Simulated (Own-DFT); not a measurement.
# Stretching a layer in its plane: diamond-structure GeSn with randomly placed atoms, 64 atoms (Ge60Sn4)

Source: density functional calculations with Own-DFT, an unreviewed in-house program that is no longer used. Nothing was measured or relaxed, and spin and spin-orbit coupling are left out.

Method: PBE; PseudoDojo norm-conserving scalar-relativistic files; cutoff 49 hartree; 3 x 3 x 3 k mesh centred on Gamma; Fermi-Dirac smearing of 0.1 eV.

Keep in mind: forces on such cells moved up to 12 meV/angstrom on a denser k mesh; stress not checked against mesh or cutoff.

Unstrained cell vectors in Å: (11.420, 0.000, 0.000); (0.000, 11.420, 0.000); (0.000, 0.000, 11.420). The unstrained cell has measured lattice constants (interpolated for alloys), not those of this functional. That, the random moves and any unrelaxed bonds set the pressure at no strain. Each run strains x and y alike by e, as a substrate would, and holds the height along z. All atoms carry random offsets, Gaussian with a width of 0.05 Å per axis. The random placing of the alloy's atoms differs from row to row. Stress is positive in tension.

```
e (%),u (Å),(s_xx + s_yy)/2 (GPa),s_zz (GPa)
-2.75,0.050,-10.20,-8.51
-2.50,0.045,-9.53,-7.87
-2.00,0.046,-8.52,-7.19
-1.75,0.055,-8.33,-7.12
-1.25,0.046,-7.11,-6.23
0.25,0.052,-4.51,-4.55
0.50,0.048,?,?
1.50,0.050,-2.31,-3.20
2.25,0.049,-1.33,-2.69
2.75,0.053,-0.67,-2.10
```

## Working it out

With e as a fraction, the in-plane stress is -4.9 + 173 e - 673 e² GPa (errors 2 and 159, scatter 0.12), and s_zz is -4.8 + 113 e - 634 e² GPa (slope ± 2, scatter 0.13). At e = 0 the first slope is C11 + C12 and the second 2 C12, both with the ions held to the strained lattice and at the cell's own pressure. The term in e² is negative: the layer stiffens under compression and softens under tension. A free layer would change its height as e changes, and the in-plane slope would drop by 2 C12²/C11 to the biaxial modulus. At fixed height, a misfit of 1 % moves the in-plane stress by about 1.7 GPa and s_zz by 1.1 GPa.

## Prediction

Question: what are the two stresses at e = 0.50 %?

Estimate: -4.0 and -4.2 GPa. The run itself gave -4.05 and -4.33 GPa.
